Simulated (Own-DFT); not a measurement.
# Response to strain: wurtzite GaN, 72 atoms (Ga36N36)

Everything here is calculated. The program is Own-DFT (plane waves, in-house, since retired, never reviewed by a person); positions were held fixed, and spin and spin-orbit coupling were off.

Method: PBE; PseudoDojo norm-conserving scalar-relativistic files; cutoff 42 hartree; 4 x 4 x 3 k mesh centred on Gamma; Fermi-Dirac smearing of 0.1 eV.

Keep in mind: forces not confirmed at this smearing and k mesh; stress not checked against mesh or cutoff.

Unstrained cell vectors in Å: (9.567, 0.000, 0.000); (-4.783, 8.285, 0.000); (0.000, 0.000, 10.370). The unstrained cell has measured lattice constants (interpolated for alloys), not those of this functional. That, the random moves and any unrelaxed bonds set the pressure at no strain. Each run strains this cell uniformly, with the atoms carried along. Each coordinate of each atom was shifted by a normal deviate of width 0.05 Å. Strain is the symmetric tensor, in per cent. Stress is positive in tension, and the pressure is minus a third of its trace.

| run | e_xx (%) | e_yy (%) | e_zz (%) | e_yz (%) | e_xz (%) | e_xy (%) | s_xx (GPa) | s_yy (GPa) | s_zz (GPa) | s_yz (GPa) | s_xz (GPa) | s_xy (GPa) | P (GPa) | E (meV/atom) |
|---|---|---|---|---|---|---|---|---|---|---|---|---|---|---|
| 1 | -0.70 | 0.53 | 0.20 | 1.28 | -1.92 | 1.35 | -10.15 | -7.53 | -6.20 | 2.41 | -4.11 | 4.77 | 7.96 | 18.0 |
| 2 | -1.05 | -0.99 | -0.75 | 1.07 | -0.03 | 0.96 | -14.77 | -14.96 | -13.68 | 2.21 | 0.58 | 3.86 | 14.47 | 52.9 |
| 3 | -1.56 | 1.71 | 0.53 | -1.66 | 1.74 | 0.88 | -13.04 | -1.30 | -6.11 | -3.46 | 3.49 | 2.31 | 6.82 | 24.0 |
| 4 | -1.42 | -0.10 | 1.62 | -1.18 | 0.63 | 1.15 | -14.86 | -7.79 | -1.67 | -2.30 | 1.63 | 3.48 | 8.11 | 23.1 |
| 5 | -0.05 | -0.84 | 0.02 | -0.66 | -0.46 | 1.87 | -8.24 | -11.14 | -7.50 | -1.27 | -0.95 | 4.75 | 8.96 | 0.0 |
| 6 | -0.44 | -0.13 | -0.96 | 0.26 | 1.17 | 0.01 | -8.31 | -10.63 | -13.02 | 0.49 | 1.51 | -0.59 | 10.65 | 20.3 |
| 7 | -1.59 | 1.84 | -1.73 | 0.19 | 0.29 | 0.97 | -12.27 | -2.51 | -17.77 | 0.85 | 0.35 | 3.13 | 10.85 | 19.6 |
| 8 | 1.03 | 0.05 | 0.76 | 0.70 | -1.40 | -1.56 | -1.81 | -5.37 | -5.07 | 2.23 | -2.60 | -4.79 | 4.08 | 2.9 |
| 9 | -0.50 | 0.58 | -1.18 | 1.94 | -0.55 | -1.88 | -8.76 | -7.69 | -14.82 | 4.27 | -1.59 | -7.15 | 10.42 | 31.2 |
| 10 | 1.48 | -0.37 | -1.08 | 0.82 | -0.22 | 1.25 | -1.23 | -8.41 | -13.15 | 2.40 | -0.47 | 3.10 | 7.60 | 1.6 |
| 11 | 0.95 | 1.60 | 0.68 | 1.35 | -0.80 | -1.65 | -1.61 | 0.74 | -5.51 | 2.74 | -2.70 | -4.40 | 2.13 | 13.0 |
| 12 | 1.48 | 1.36 | -1.00 | 1.23 | -1.69 | 0.76 | -0.90 | -1.48 | -12.17 | 2.27 | -2.87 | 1.97 | 4.85 | 21.1 |
| 13 | 0.59 | 1.31 | 0.50 | 1.69 | 1.50 | -0.87 | -4.81 | -1.00 | -4.55 | 2.89 | 2.86 | -0.99 | 3.45 | 13.2 |
| 14 | -0.27 | -0.30 | -0.81 | 0.84 | 1.59 | 0.79 | -9.38 | -8.92 | -14.01 | 2.49 | 3.65 | 1.98 | 10.77 | 20.2 |
| 15 | -1.93 | -0.14 | -0.22 | -0.47 | -1.62 | 0.11 | -15.03 | -10.26 | -12.36 | -1.04 | -2.82 | 0.75 | 12.55 | 36.7 |
| 16 | 0.64 | 1.82 | -1.77 | -1.59 | 1.80 | 1.14 | -3.70 | -1.38 | -15.27 | -3.32 | 2.94 | 2.90 | 6.78 | 21.3 |
| 17 | 0.92 | -1.22 | -1.07 | -0.03 | -0.43 | 1.63 | ? | ? | ? | ? | ? | ? | ? | ? |

E is the free energy for each atom above the lowest run shown.

## Worked fit

Least squares on the runs shown: each stress against a constant and the strains, taken as fractions with shears doubled. Shear strains stay in the fit of a normal stress only where such slopes are resolved. The slopes, in GPa:

| stress | at no strain | per e_xx | per e_yy | per e_zz | scatter |
|---|---|---|---|---|---|
| s_xx | -7.6 | 432 ± 23 | 85 ± 26 | -7 ± 26 | 0.98 |
| s_yy | -7.8 | 107 ± 18 | 433 ± 21 | 105 ± 21 | 0.79 |
| s_zz | -8.7 | 67 ± 24 | 41 ± 28 | 488 ± 28 | 1.04 |

The slope of each shear stress on twice its own strain, from a fit on all six strains: yz 98 ± 7, xz 98 ± 6, xy 163 ± 11 GPa. These are stiffnesses along x, y and z of the frame in which the cell vectors are given, with the crystal's c axis along z: C11, C12, C13 and C33. Hexagonal symmetry asks that xx and yy behave alike, which is a second check on the noise. No internal relaxation is included, and where it is allowed it would reduce some of the slopes. The table should be nearly symmetric about its diagonal, and what it lacks of that shows the noise. A ninth of the table's sum, 195 ± 6 GPa, estimates the bulk modulus near the mean pressure of these runs, 8.2 GPa, so it lies above the value at zero pressure.

## Test on the hidden row

Q: what normal stresses and pressure should run 17 give?

The fit gives s_xx = -4.6, s_yy = -13.2, s_zz = -13.8 and P = 10.5 GPa. The hidden result is -6.58, -13.43, -11.61 and P = 10.54 GPa.
